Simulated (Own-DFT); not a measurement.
# From a pressure shift to a lattice shift: C49 TiSi2, 60 atoms (Si40Ti20)

Everything here is calculated. The program is Own-DFT (plane waves, in-house, since retired, never reviewed by a person); positions were held fixed, and spin and spin-orbit coupling were off.

Keep in mind: forces on such cells moved up to 12 meV/angstrom on a denser k mesh; stress not checked against mesh or cutoff.

Each geometry was run with PBE and with PBEsol, otherwise alike: PseudoDojo norm-conserving scalar-relativistic files made for PBE; cutoff 42 hartree; 4 x 4 x 4 k mesh centred on Gamma; cold (Marzari-Vanderbilt) smearing of 0.2 eV. Unstrained cell vectors in Å: (5.295, -6.759, 3.565); (7.060, 0.000, -7.130); (5.295, 6.759, 3.565). Each has a uniform strain, of which the change of volume is shown, and random moves of rms u per axis.

| run | volume change (%) | u (Å) | P with PBE (GPa) | P with PBEsol (GPa) |
|---|---|---|---|---|
| 1 | -0.16 | 0.0495 | 3.66 | 0.34 |
| 2 | 1.16 | 0.0530 | 1.43 | -1.85 |
| 3 | 1.25 | 0.0462 | 2.15 | -1.12 |
| 4 | -0.60 | 0.0534 | 3.93 | 0.59 |
| 5 | 0.15 | 0.0473 | 2.85 | -0.47 |
| 6 | -4.02 | 0.0467 | 10.63 | 7.14 |
| 7 | 1.17 | 0.0489 | 1.24 | -2.04 |
| 8 | 1.31 | 0.0477 | 1.09 | -2.18 |
| 9 | -4.01 | 0.0444 | 9.76 | 6.27 |
| 10 | 2.11 | 0.0507 | 0.80 | -2.44 |
| 11 | -3.42 | 0.0503 | 9.13 | ? |

Question: by how much does PBEsol shrink this cell, and what belongs in the blank?

## Worked answer

Write v for the change of volume as a fraction. Fitted to v and u², the PBE pressure has a slope of -159 ± 9 GPa in v, with the ions held to the strained lattice. The difference PBEsol less PBE is -3.32 + 4.1 v GPa (slope ± 0.1) and averages -3.33 GPa. Divided by the mean slope of the two, 157 GPa, that makes PBEsol's volume at a given pressure, near 2 GPa, about 2.1 % smaller, or 0.71 % in lengths. At one volume PBEsol's slope is the smaller by 4 GPa, but its pressure there is lower too. If stiffness rises by about 4 GPa for each GPa, PBEsol at equal pressure is stiffer by about 9 GPa. Files made for PBEsol would give a different shift.

For run 11 the line gives 5.67 GPa. The hidden result is 5.67 GPa.
